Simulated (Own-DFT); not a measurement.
# What random displacements cost in zincblende GaP, 96 atoms (Ga48P48)

These are calculations, not measurements. They come from Own-DFT, an in-house plane-wave density functional program, since retired, whose code no person has reviewed. Each row is one single-point run on a periodic cell that was not relaxed, without spin or spin-orbit coupling.

Settings of every run: PBE; PseudoDojo norm-conserving scalar-relativistic files; cutoff 42 hartree; 2 x 3 x 3 k mesh centred on Gamma; Fermi-Dirac smearing of 0.1 eV.

Known limits, some of them of some rows only: some atoms lie very close together; forces on such cells moved up to 12 meV/angstrom on a denser k mesh; forces on such cells passed a denser k mesh, each cell not checked; stress not checked against mesh or cutoff.

Cell vectors in Å: (16.352, 0.000, 0.000); (0.000, 10.901, 0.000); (0.000, 0.000, 10.901). In each run every atom was moved at random and independently from its ideal site; u is the rms move along one axis. E is the free energy for each atom above the fitted value at u = 0, and F the rms of the force components.

| run | u (Å) | E (meV/atom) | F (eV/Å) | largest force (eV/Å) | P (GPa) |
|---|---|---|---|---|---|
| 1 | 0.0193 | 6.6 | 0.262 | 0.86 | 2.70 |
| 2 | 0.0197 | ? | ? | ? | ? |
| 3 | 0.0201 | 6.9 | 0.269 | 1.02 | 2.71 |
| 4 | 0.0520 | 48.5 | 0.744 | 2.87 | 3.31 |
| 5 | 0.0531 | 47.7 | 0.751 | 3.20 | 3.28 |
| 6 | 0.0979 | 167.2 | 1.557 | 7.34 | 5.00 |
| 7 | 0.1067 | 213.9 | 1.741 | 6.58 | 5.77 |
| 8 | 0.1088 | 190.4 | 1.656 | 7.88 | 5.21 |
| 9 | 0.1457 | 370.0 | 2.399 | 11.25 | 8.03 |
| 10 | 0.1917 | 653.1 | 3.938 | 20.99 | 11.74 |

## Worked fit

For small independent moves the energy grows as E = (3/2) K u², with K the mean stiffness felt by one atom. The runs with u up to 0.11 Å give K = 11.6 ± 0.3 eV/Å², with residuals divided by u² + 0.0006 Å², since the noise grows with the moves. The scatter is 2.7 meV/atom at u = 0.05 Å. The forces follow F = G u with G = 14.7 eV/Å²; no force at u = 0 is resolved. G exceeds K because the moves of its neighbours add to the force on an atom, and stiffness differs between atoms. At u = 0.192 Å the parabola gives 641 meV/atom and the run 653. The pressure follows P = 2.62 + 247 u² GPa: at fixed volume, shortened bonds push harder than stretched ones pull.

## Withheld run

Question: what energy and rms force should run 2 give?

The fit gives 7 ± 1 meV/atom and about 0.29 eV/Å. The calculation gave 7.2 meV/atom and 0.270 eV/Å.
